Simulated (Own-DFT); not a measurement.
# What it costs to cut wurtzite GaN, m plane (10-10)

Everything here is calculated. The program is Own-DFT (plane waves, in-house, since retired, never reviewed by a person); positions were held fixed, and spin and spin-orbit coupling were off.

Known weak points (not all hold for every row): forces not confirmed at this smearing and k mesh; k mesh not checked against a denser one; forces on such cells passed a denser k mesh, each cell not checked.

Both sets of runs: PBE; PseudoDojo norm-conserving scalar-relativistic files (stringent for Ga); cutoff 96 hartree; Gaussian smearing of 0.01 eV. The slab has 64 atoms in 16 layers, two equal faces of 33.07 Å² as cut, 15 Å of vacuum, a dipole correction along the normal and a 6 x 6 x 1 mesh. The bulk cell has 96 atoms, the same measured lattice constants and a 3 x 4 x 3 mesh. In the slab only the 16 atoms nearest the faces were moved at random; u is their rms move along one axis. Energies are counted from -3520.29 eV for each atom.

| slab run | u (Å) | E (eV, cell) |
|---|---|---|
| 1 | 0.0465 | 8.624 |
| 2 | 0.0465 | 8.776 |
| 3 | 0.0486 | 8.465 |
| 4 | 0.0486 | 8.853 |
| 5 | 0.0720 | 9.565 |
| 6 | 0.0827 | 10.572 |
| 7 | 0.0915 | 10.723 |
| 8 | 0.0954 | 10.637 |
| 9 | 0.0956 | 10.719 |
| 10 | 0.1002 | 11.179 |
| 11 | 0.1049 | 11.297 |
| 12 | 0.1062 | 12.911 |

| bulk run | u (Å) | E (meV/atom) |
|---|---|---|
| 1 | 0.0187 | 0.34 |
| 2 | 0.0188 | -0.13 |
| 3 | 0.0191 | 0.83 |
| 4 | 0.0200 | 2.80 |
| 5 | 0.0206 | 3.25 |
| 6 | 0.0487 | 58.94 |
| 7 | 0.0494 | 58.10 |
| 8 | 0.0507 | 62.73 |
| 9 | 0.0510 | 68.65 |
| 10 | 0.0520 | 78.18 |

Asked: what is the energy of the unrelaxed surface?

## Solution

Take each set to u = 0 with E = a + b u². Rows are weighted down as u grows, with residuals divided by u² + 0.0006 Å². Slab: a = 7.91 ± 0.12 eV. Bulk: a = -9.9 ± 0.7 meV/atom. The excess is 7.91 - 64 x (-0.0099) = 8.54 ± 0.12 eV. Over two faces that is 129 meV/Å², or 2.07 ± 0.03 J/m². Relaxing the faces would lower the energy, and the unlike meshes and the reach from the smallest u down to zero add errors that aren't counted here.
